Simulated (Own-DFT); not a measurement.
## Calculated data, Si$_{23}$GeO$_{48}$ (quartz with substituted atoms, atoms displaced)

Computed with Own-DFT development build. A calculation, not a measurement: plane-wave PBE and HSE06 DFT by an unreviewed code, no spin, of a simulated cell at Gamma alone, so results move with cell size and shape, stress positive in tension, energies less offsets, not probed for a lower state with spin; oxygen file: force components 24 meV/angstrom off all-electron in a glass; k mesh not checked against a denser one; forces and stress are PBE's, HSE06 gives the energy alone, and its difference from PBE has offsets of its own; offsets are fitted by least squares, one for each functional and potential file, so energies compare only between cells with the same atoms and settings and are not formation energies; the far tail of each file's local potential was reset to the Coulomb form; each entry is a single point on an unrelaxed cell, so the pressure reflects the starting lattice, mostly measured values (interpolated for alloys), from which strain is counted, and rises with the displacements; printed positions are rounded, which can move forces by about a meV/angstrom; the program, named Own-DFT, is a retired in-house code; no spin-orbit coupling.

Settings shared by all entries: first functional PBE; second functional HSE06; exact exchange share 0.25; screening 0.11 1/bohr; exchange divergence Gygi-Baldereschi; potential files PseudoDojo norm-conserving, scalar-relativistic, made for PBE, standard set; wave cutoff 48 hartree; occupations fixed; k mesh 1 x 1 x 1 centred on Gamma.

(1) Si$_{23}$GeO$_{48}$ (quartz with substituted atoms, atoms displaced)

```
Si23GeO48
1.0
      9.8268     0.0000     0.0000
     -4.9134     8.5103     0.0000
      0.0000     0.0000    10.8104
Si O Si O Si O Si O Si O Ge Si O Si O Si O
3 6 3 6 3 6 3 6 3 6 1 2 6 3 6 3 6
Direct
  0.23211 0.99441 0.99586
  0.00050 0.24209 0.33250
  0.27067 0.27424 0.16253
  0.20528 0.13390 0.06203
  0.43077 0.29019 0.22490
  0.36380 0.07087 0.39766
  0.06896 0.36530 0.44727
  0.13226 0.19870 0.27698
  0.29212 0.43060 0.10226
  0.23120 0.99494 0.50142
  0.01331 0.24275 0.82771
  0.27803 0.26968 0.66621
  0.20239 0.12888 0.55824
  0.42787 0.29283 0.72481
  0.36906 0.06574 0.89841
  0.07897 0.36600 0.92940
  0.13608 0.20819 0.77281
  0.29078 0.41934 0.60452
  0.23493 0.49740 0.00235
  0.99906 0.73303 0.33005
  0.26424 0.76216 0.16373
  0.20443 0.62449 0.06077
  0.42547 0.78901 0.22520
  0.36564 0.56520 0.39221
  0.07019 0.86468 0.44459
  0.13346 0.70415 0.27175
  0.30097 0.92329 0.11453
  0.22608 0.49708 0.50437
  0.99690 0.73543 0.82221
  0.26139 0.76033 0.67594
  0.20942 0.64247 0.55453
  0.42044 0.78557 0.71808
  0.37502 0.57917 0.89828
  0.07677 0.86854 0.93768
  0.13168 0.69654 0.77161
  0.28958 0.92213 0.60685
  0.73216 0.00572 0.00853
  0.48985 0.23000 0.33282
  0.76673 0.26667 0.16208
  0.71657 0.13700 0.06161
  0.92647 0.29786 0.22385
  0.86678 0.07054 0.39851
  0.58078 0.37033 0.44270
  0.62964 0.20274 0.27434
  0.79262 0.43241 0.10764
  0.72836 0.99532 0.50143
  0.49425 0.23653 0.83648
  0.76036 0.25718 0.66567
  0.71538 0.14423 0.56875
  0.91914 0.28705 0.71616
  0.87082 0.07697 0.89767
  0.55921 0.36114 0.93594
  0.64241 0.21512 0.76587
  0.79262 0.43040 0.60549
  0.73709 0.49538 0.99722
  0.49761 0.73982 0.33194
  0.76616 0.76693 0.16768
  0.71266 0.63122 0.05123
  0.93168 0.79782 0.22505
  0.87290 0.58150 0.39332
  0.56474 0.87226 0.44140
  0.62915 0.70486 0.28376
  0.78230 0.92638 0.09769
  0.73072 0.50890 0.51066
  0.49733 0.73151 0.83322
  0.75597 0.75256 0.66021
  0.71133 0.63659 0.56481
  0.93902 0.78598 0.72400
  0.85813 0.56640 0.88955
  0.56353 0.86488 0.93330
  0.63706 0.71310 0.77677
  0.79265 0.91752 0.60643
```

```
PBE energy of cell above offsets : -13.540 eV
HSE06 less PBE above offsets     : -0.232 eV
PBE pressure                     : 12.54 GPa
PBE stress xx                    : -11.84 GPa
PBE stress yy                    : -12.09 GPa
PBE stress zz                    : -13.68 GPa
PBE stress yz                    : -2.57 GPa
PBE stress xz                    : -3.01 GPa
PBE stress xy                    : 2.78 GPa
```

Force:
```tsv
element	x (eV/Å)	y (eV/Å)	z (eV/Å)
Si	0.907	1.602	4.553
Si	0.991	-2.327	1.267
Si	0.046	-2.86	2.455
O	0.85	-0.913	-1.093
O	-2.663	1.335	-2.383
O	0.59	0.152	-0.931
O	-1.341	-1.366	-1.345
O	-0.268	1.686	-1.058
O	2.68	-1.409	3.218
Si	-0.179	0.046	0.743
Si	-5.771	-4.207	-1.667
Si	-4.839	-3.71	-2.067
O	-0.14	1.618	1.419
O	2.944	0.666	1.124
O	1.15	1.482	-1.921
O	0.232	3.638	3.41
O	3.856	-0.334	-1.815
O	-0.487	2.054	-0.232
Si	-1.399	0.988	-4.941
Si	1.325	2.091	1.504
Si	0.495	-2.158	1.44
O	-1.591	1.386	0.52
O	-0.696	0.629	-1.507
O	-0.732	0.761	0.466
O	-0.722	-1.293	-1.611
O	0.045	-0.27	-0.007
O	-2.608	3.572	-3.375
Si	2.183	2.379	-0.868
Si	6.686	-4.506	10.09
Si	-0.606	1.485	-6.119
O	0.041	-0.849	0.393
O	4.21	0.115	2.361
O	-1.098	-2.971	0.955
O	-1.568	-2.813	-1.74
O	-2.898	-1.259	3.603
O	0.546	-0.295	1.422
Si	-0.208	-2.29	-10.29
Si	3.596	1.037	2.714
Si	-2.554	1.093	3.392
O	-3.583	2.728	0.607
O	1.225	0.373	0.436
O	3.271	3.416	-4.768
O	-1.537	-1.262	-1.198
O	0.676	0.341	-1.089
O	1.384	-1.612	1.165
Ge	0.339	2.933	2.628
Si	3.536	-3.847	-3.262
Si	-0.054	8.945	1.738
O	-0.728	-6.341	-7.421
O	5.275	0.846	3.096
O	-0.211	0.78	-0.136
O	1.404	3.839	3.909
O	-6.759	-1.589	6.318
O	0.732	-0.529	1.361
Si	-2.647	-0.504	-1.098
Si	-0.532	-2.261	3.078
Si	-0.948	-1.127	-0.821
O	-1.77	2.694	2.61
O	-1.395	0.564	-1.278
O	-2.423	-2.828	2.316
O	-4.161	-4.529	-2.781
O	3.195	0.748	-2.583
O	4.726	-4.753	6.196
Si	5.989	-5.41	-5.796
Si	-0.347	2.208	-1.801
Si	0.685	7.905	8.79
O	-2.89	-2.278	-4.111
O	-9.591	3.046	-9.546
O	1.892	1.785	-2.239
O	0.854	3.291	2.565
O	1.606	-0.839	-1.099
O	1.781	-0.721	2.148
```

(2) Si$_{23}$GeO$_{48}$ (quartz with substituted atoms, atoms displaced)

```
Si23GeO48
1.0
      9.8268     0.0000     0.0000
     -4.9134     8.5103     0.0000
      0.0000     0.0000    10.8104
Si O Si O Si O Si O Si O Si O Si Ge O Si O
3 6 3 6 3 6 3 6 3 6 3 6 2 1 6 3 6
Direct
  0.22800 0.99504 0.99904
  0.01349 0.23784 0.34009
  0.26477 0.26976 0.16607
  0.21500 0.14142 0.05949
  0.42546 0.28980 0.22691
  0.36424 0.06902 0.38777
  0.08537 0.37005 0.44190
  0.13190 0.21074 0.28153
  0.29198 0.43229 0.10742
  0.23539 0.99783 0.49414
  0.00088 0.23517 0.83674
  0.26118 0.26494 0.66881
  0.20223 0.12964 0.56210
  0.42934 0.29461 0.73051
  0.36761 0.06171 0.89924
  0.07619 0.37187 0.93463
  0.12741 0.21246 0.77064
  0.30379 0.42879 0.61087
  0.23472 0.50912 0.99725
  0.99742 0.74094 0.33088
  0.26242 0.75210 0.16157
  0.20634 0.62901 0.05412
  0.41879 0.78895 0.22531
  0.35929 0.56465 0.39825
  0.07700 0.87226 0.44016
  0.12816 0.70135 0.27435
  0.29774 0.93571 0.10396
  0.22892 0.49055 0.50154
  0.99687 0.73531 0.82575
  0.26958 0.76877 0.66397
  0.20378 0.63389 0.56028
  0.43145 0.78968 0.72031
  0.37712 0.58094 0.90152
  0.07049 0.86917 0.93074
  0.13630 0.70531 0.77229
  0.28625 0.91631 0.60319
  0.74307 0.00530 0.99964
  0.50797 0.23582 0.33098
  0.75567 0.25386 0.16896
  0.70848 0.13809 0.06863
  0.92668 0.28731 0.22467
  0.86816 0.06725 0.39657
  0.57519 0.36680 0.43968
  0.63927 0.21030 0.27450
  0.78595 0.42190 0.10964
  0.74588 0.00803 0.49985
  0.49563 0.22551 0.82493
  0.76211 0.26236 0.66887
  0.71094 0.13208 0.55705
  0.92718 0.29804 0.72255
  0.87032 0.07492 0.88913
  0.56585 0.37477 0.93677
  0.63216 0.20879 0.77192
  0.79192 0.42677 0.60613
  0.73680 0.50676 0.99315
  0.50090 0.73700 0.34267
  0.76771 0.75624 0.17221
  0.70932 0.63951 0.05510
  0.92698 0.79733 0.22779
  0.87257 0.58165 0.39559
  0.57806 0.87573 0.43637
  0.63657 0.71089 0.27627
  0.79061 0.91522 0.11138
  0.73397 0.50916 0.50843
  0.49460 0.73174 0.82488
  0.76588 0.76185 0.66821
  0.69313 0.62053 0.56334
  0.92840 0.79688 0.72885
  0.86020 0.56642 0.88555
  0.57487 0.86937 0.93527
  0.63568 0.71352 0.77096
  0.80351 0.92808 0.60519
```

```
PBE energy of cell above offsets : -15.421 eV
HSE06 less PBE above offsets     : -0.351 eV
PBE pressure                     : 11.94 GPa
PBE stress xx                    : -14.13 GPa
PBE stress yy                    : -9.61 GPa
PBE stress zz                    : -12.08 GPa
PBE stress yz                    : -2.31 GPa
PBE stress xz                    : 2.38 GPa
PBE stress xy                    : 0.18 GPa
```

Force:
```tsv
element	x (eV/Å)	y (eV/Å)	z (eV/Å)
Si	0.145	1.501	0.261
Si	-8.829	-1.138	-0.377
Si	0.636	0.146	1.075
O	-0.781	-1.135	-0.931
O	-0.275	0.377	-0.133
O	1.012	0.887	-0.41
O	-4.552	-4.624	-1.561
O	7.558	-0.861	-4.127
O	-0.336	-0.055	0.07
Si	0.673	2.15	2.077
Si	-2.353	2.164	-2.163
Si	2.146	-0.966	-0.33
O	0.5	-0.088	-0.016
O	-3.086	0.158	-2.726
O	0.789	1.842	-2.395
O	-0.221	0.759	0.998
O	2.365	-0.895	-0.476
O	-1.206	1.291	-0.946
Si	4.41	-5.63	-1.561
Si	3.079	-0.77	1.633
Si	-3.787	3.971	1.796
O	-4.254	3.684	1.477
O	3.039	-0.233	2.014
O	1.971	2.555	-1.891
O	-2.051	-2.012	-1.41
O	0.588	0.39	-1.377
O	1.231	-3.74	2.139
Si	3.081	6.358	5.071
Si	3.358	-2.219	2.69
Si	0.252	-3.197	1.105
O	0.923	-1.738	-0.861
O	-2.153	1.094	-2.302
O	-0.174	-0.869	-0.84
O	-0.58	-0.124	0.737
O	-0.662	0.151	0.551
O	-0.922	3.67	-1.305
Si	-1.335	-2.762	1.897
Si	-2.925	0.03	1.278
Si	3.121	7.468	1.754
O	1.591	-6.391	-6.496
O	0.778	-0.246	1.585
O	2.726	2.781	-2.78
O	0.284	0.451	0.356
O	-1.054	-1.782	2.611
O	-0.598	0.856	-1.162
Si	-0.728	-3.507	1.343
Si	-1.548	0.681	6.409
Si	0.715	1.151	-2.289
O	-1.739	2.006	1.621
O	1.322	-0.502	1.521
O	-0.607	-1.473	1.199
O	0.764	-1.423	-1.161
O	1.747	-1.292	-0.087
O	0.462	-0.457	0.868
Si	-1.001	-3.64	2.549
Si	-0.691	-2.242	-3.017
Ge	-4.52	-1.517	-2.507
O	0.295	-3.71	-4.316
O	8.58	2.944	2.829
O	-1.697	-1.18	1.649
O	0.025	1.029	1.657
O	-4.985	-2.245	5.472
O	-3.418	7.705	-4.499
Si	4.897	-5.747	-5.678
Si	2.473	1.49	3.995
Si	-1.116	1.142	-1.412
O	-4.073	5.538	3.423
O	-1.775	0.779	-2.871
O	1.682	1.796	-1.685
O	0.507	0.861	0.022
O	0.464	-0.917	0.361
O	-0.16	-0.533	0.009
```

(3) Si$_{23}$GeO$_{48}$ (quartz with substituted atoms, atoms displaced)

```
Si23GeO48
1.0
      9.8268     0.0000     0.0000
     -4.9134     8.5103     0.0000
      0.0000     0.0000    10.8104
Si O Si Ge Si O Si O Si O Si O Si O Si O Si O
3 6 1 1 1 6 3 6 3 6 3 6 3 6 3 6 3 6
Direct
  0.23173 0.99076 0.99823
  0.99716 0.22734 0.33345
  0.26468 0.26266 0.16379
  0.20378 0.12571 0.05769
  0.43739 0.28954 0.22282
  0.36250 0.07393 0.38336
  0.08323 0.36879 0.43759
  0.13971 0.21146 0.27697
  0.29354 0.42534 0.11522
  0.23839 0.00105 0.49767
  0.00185 0.23983 0.83079
  0.26577 0.26070 0.66882
  0.21157 0.13350 0.56865
  0.41483 0.28343 0.72558
  0.36592 0.07523 0.89007
  0.06903 0.36287 0.94057
  0.13855 0.21313 0.77178
  0.28779 0.42639 0.60622
  0.24432 0.50617 0.99580
  0.00319 0.73876 0.32607
  0.26465 0.76243 0.16657
  0.20544 0.63340 0.06226
  0.42122 0.79524 0.22976
  0.36630 0.57550 0.39369
  0.06284 0.86164 0.43876
  0.12518 0.70181 0.26746
  0.29847 0.91745 0.11304
  0.23213 0.49768 0.49995
  0.00148 0.73999 0.82764
  0.26166 0.77264 0.66509
  0.20682 0.63711 0.55909
  0.42615 0.78841 0.72700
  0.36093 0.57405 0.88912
  0.08082 0.86476 0.93890
  0.12579 0.70402 0.77581
  0.30337 0.93924 0.60547
  0.72678 0.99387 0.99778
  0.49411 0.23422 0.32875
  0.76710 0.26934 0.16851
  0.71123 0.13340 0.06035
  0.93308 0.30108 0.23001
  0.86471 0.06389 0.38886
  0.57671 0.37328 0.44441
  0.63287 0.20671 0.26974
  0.79181 0.42217 0.10324
  0.74366 0.00020 0.50137
  0.49766 0.23982 0.83642
  0.76242 0.26444 0.66397
  0.70993 0.14003 0.56052
  0.92869 0.29288 0.72575
  0.86559 0.07016 0.88722
  0.57818 0.37002 0.93802
  0.63153 0.20573 0.76811
  0.78312 0.41357 0.59652
  0.74245 0.51851 0.99747
  0.49599 0.73283 0.34203
  0.77815 0.77839 0.17309
  0.71746 0.63380 0.05610
  0.93289 0.79850 0.22414
  0.86733 0.58120 0.39470
  0.57931 0.86153 0.44550
  0.62885 0.71042 0.27388
  0.79248 0.92387 0.10214
  0.73671 0.50032 0.49731
  0.49458 0.73013 0.83662
  0.76478 0.77237 0.67227
  0.71940 0.64528 0.55423
  0.92249 0.79436 0.72803
  0.86413 0.57421 0.89488
  0.58623 0.87107 0.93898
  0.63057 0.71685 0.77366
  0.79167 0.91920 0.61611
```

```
PBE energy of cell above offsets : -15.397 eV
HSE06 less PBE above offsets     : -0.534 eV
PBE pressure                     : 13.36 GPa
PBE stress xx                    : -13.29 GPa
PBE stress yy                    : -14.41 GPa
PBE stress zz                    : -12.39 GPa
PBE stress yz                    : 1.16 GPa
PBE stress xz                    : -0.88 GPa
PBE stress xy                    : 0.05 GPa
```

Force:
```tsv
element	x (eV/Å)	y (eV/Å)	z (eV/Å)
Si	3.617	2.675	2.397
Si	0.216	2.788	-0.249
Si	1.769	-1.196	1.054
O	-0.265	0.641	0.812
O	-5.492	1.685	-4.896
O	-0.85	-1.813	1.477
O	-2.451	-3.18	-1.494
O	0.747	-0.882	-0.342
O	-0.97	2.315	-2.626
Si	-2.572	0.077	-1.321
Ge	1.019	-3.454	1.27
Si	-3.987	3.107	-1.495
O	0.156	-3.119	-3.684
O	4.887	1.521	2.246
O	-0.352	-1.43	1.095
O	1.783	6.708	6.383
O	3.398	-1.514	-0.402
O	1.438	-1.026	1.406
Si	-4.051	-3.814	4.423
Si	-0.434	-1.878	3.267
Si	0.343	-2.821	2.119
O	1.05	-1.944	-2.101
O	2.744	-0.246	2.147
O	-0.722	-2.258	0.973
O	1.82	2.666	1.492
O	1.444	-0.547	-0.177
O	-3.315	5.695	-4.135
Si	0.866	2.366	1.051
Si	-2.3	-1.809	2.793
Si	2.233	-1.664	0.837
O	-0.395	0.344	0.006
O	-2.352	0.537	-0.688
O	1.416	-0.987	-0.891
O	-2.252	-2.204	-1.027
O	3.428	0.201	-2.415
O	0.689	-0.938	0.846
Si	5.358	7.244	1.93
Si	5.135	1.429	4.203
Si	1.104	-0.994	-1.101
O	-0.305	0.189	0.42
O	-0.233	-0.568	0.04
O	0.508	-0.174	0.102
O	-2.374	-3.685	-2.966
O	-0.851	-0.528	1.701
O	-1.021	2.365	-1.205
Si	-2.011	-0.167	2.195
Si	2.077	-0.545	-1.955
Si	1.549	0.749	2.626
O	1.999	-4.339	-3.413
O	-6.08	2.702	-6.685
O	-1.759	-4.244	2.407
O	-0.368	1.424	0.97
O	-1.874	-0.086	1.637
O	0.681	1.963	0.846
Si	4.23	-10.59	-0.734
Si	0.091	1.953	-3.375
Si	-4.132	-3.546	-1.518
O	-6.256	8.601	6.312
O	0.672	1.253	-0.746
O	1.193	0.292	-1.877
O	-0.222	1.377	1.309
O	2.323	0.258	-1.392
O	0.369	0.912	0.322
Si	-0.614	2.467	0.795
Si	0.212	3.767	-1.237
Si	1.646	-7.11	-0.303
O	-0.429	0.167	1.567
O	1.08	0.773	0.262
O	2.943	2.614	-3.837
O	-5.492	-6.935	-3.415
O	1.534	-1.515	0.324
O	-2.987	7.924	-4.361
```

(4) Si$_{23}$GeO$_{48}$ (quartz with substituted atoms, atoms displaced)

```
Si23GeO48
1.0
      9.8268     0.0000     0.0000
     -4.9134     8.5103     0.0000
      0.0000     0.0000    10.8104
Si O Si Ge Si O Si O Si O Si O Si O Si O Si O
3 6 1 1 1 6 3 6 3 6 3 6 3 6 3 6 3 6
Direct
  0.22979 0.00438 0.99694
  0.99060 0.22940 0.33394
  0.26496 0.26392 0.17306
  0.20846 0.13352 0.06151
  0.42118 0.29825 0.22609
  0.35992 0.07429 0.38248
  0.07553 0.36724 0.44205
  0.13272 0.20576 0.27372
  0.29404 0.42924 0.10386
  0.23311 0.99888 0.50182
  0.99722 0.23261 0.83755
  0.27054 0.26806 0.66940
  0.21074 0.12580 0.55762
  0.42665 0.29221 0.72298
  0.36700 0.07348 0.89752
  0.06702 0.35973 0.94173
  0.14355 0.21261 0.77181
  0.29388 0.42997 0.60987
  0.23227 0.50754 0.00446
  0.00061 0.73714 0.33267
  0.26593 0.76150 0.16500
  0.21238 0.63832 0.06253
  0.40782 0.77487 0.21912
  0.36519 0.56328 0.39520
  0.06938 0.86502 0.44243
  0.11911 0.70195 0.27299
  0.29042 0.92353 0.10563
  0.23202 0.49904 0.49833
  0.00413 0.72950 0.83219
  0.26572 0.76535 0.67994
  0.20522 0.63020 0.56256
  0.43282 0.79197 0.72672
  0.36955 0.57351 0.89090
  0.07361 0.86870 0.94227
  0.13680 0.70721 0.76628
  0.29235 0.92852 0.61309
  0.73889 0.99268 0.99987
  0.50314 0.23131 0.33344
  0.76979 0.26494 0.16934
  0.71743 0.13651 0.05979
  0.92524 0.29107 0.22570
  0.86289 0.07724 0.39586
  0.57190 0.36358 0.44281
  0.63754 0.20819 0.28173
  0.78885 0.42799 0.11139
  0.72341 0.99221 0.50599
  0.49585 0.23287 0.83238
  0.75930 0.26755 0.66631
  0.71344 0.14336 0.55899
  0.92389 0.29255 0.72354
  0.85884 0.07470 0.89530
  0.57121 0.36754 0.93464
  0.61642 0.19848 0.77043
  0.78482 0.41479 0.61045
  0.72434 0.49431 0.00102
  0.49700 0.74355 0.33009
  0.76885 0.77459 0.16437
  0.70408 0.63281 0.06198
  0.93619 0.79310 0.21724
  0.86749 0.57835 0.38497
  0.56725 0.85466 0.43857
  0.62995 0.70965 0.28064
  0.79036 0.92695 0.10828
  0.72569 0.49797 0.49771
  0.49451 0.73373 0.83334
  0.76449 0.77015 0.67245
  0.70767 0.63610 0.55904
  0.91899 0.78252 0.71474
  0.86658 0.57276 0.89848
  0.57350 0.86333 0.94338
  0.62410 0.71648 0.77062
  0.80224 0.92971 0.60164
```

```
PBE energy of cell above offsets : -15.729 eV
HSE06 less PBE above offsets     : -0.382 eV
PBE pressure                     : 12.3 GPa
PBE stress xx                    : -15.15 GPa
PBE stress yy                    : -11.68 GPa
PBE stress zz                    : -10.08 GPa
PBE stress yz                    : -1.03 GPa
PBE stress xz                    : -0.14 GPa
PBE stress xy                    : -0.44 GPa
```

Force:
```tsv
element	x (eV/Å)	y (eV/Å)	z (eV/Å)
Si	2.979	-1.026	2.441
Si	2.904	2.6	0.764
Si	-2.946	0.93	-3.366
O	-1.572	1.462	0.732
O	5.66	0.324	2.665
O	-0.445	-1.991	1.604
O	-1.824	-2.503	-1.701
O	-2.16	-0.703	1.411
O	0.179	-0.812	0.802
Si	2.708	-2.896	-2.44
Ge	1.761	-0.135	-6.026
Si	-1.462	-0.177	-4.214
O	-3.212	5.167	3.196
O	2.109	0.599	0.908
O	0.207	-0.007	-0.91
O	0.876	7.457	6.776
O	0.024	-1.735	1.364
O	0.382	-0.539	0.031
Si	2.899	-4.074	-2.858
Si	-2.25	1.616	0.669
Si	-9.652	2.322	0.711
O	-2.052	-1.066	-2.354
O	7.19	1.602	3.653
O	0.753	2.683	-1.981
O	0.081	0.302	0.224
O	6.159	-0.187	-3.011
O	-0.327	0.453	-0.536
Si	1.339	0.711	1.605
Si	-3.435	1.06	0.443
Si	5.61	2.346	-9.927
O	-0.607	1.974	1.536
O	-2.812	1.47	-1.918
O	-2.085	-2.046	1.809
O	-1.403	-2.678	-2.625
O	-5.665	-3.166	6.719
O	0.771	-0.654	0.236
Si	-4.479	1.705	0.113
Si	-3.338	1.873	-0.533
Si	-3.088	0.033	-1.444
O	-0.275	-0.649	0.009
O	1.896	0.929	0.532
O	-1.5	-2.868	1.188
O	-1.425	-1.812	-1.105
O	2.278	-0.329	-1.604
O	0.087	-0.749	-0.016
Si	0.577	2.49	-1.632
Si	-1.65	-0.043	0.22
Si	2.268	-4.583	3.922
O	-0.014	-3.176	-1.654
O	-1.924	0.804	-1.658
O	0.018	-4.958	0.096
O	-0.838	-0.12	0.323
O	3.6	-0.353	-1.407
O	-3.392	7.216	-4.002
Si	1.624	1.491	1.185
Si	-0.012	-6.377	-0.922
Si	1.885	-4.87	3.531
O	-0.683	0.549	-0.078
O	-2.626	0.824	-0.836
O	-2.461	-3.525	2.919
O	-0.383	3.959	3.71
O	2.312	0.963	-2.603
O	0.885	1.599	0.841
Si	3.649	2.402	0.758
Si	-0.103	0.846	3.125
Si	-2.033	-1.963	-2.839
O	-0.755	0.339	0.772
O	4.795	0.098	3.782
O	0.542	0.329	-0.72
O	-0.428	-0.212	0.172
O	4.574	-0.552	-1.458
O	-0.265	0.007	0.894
```
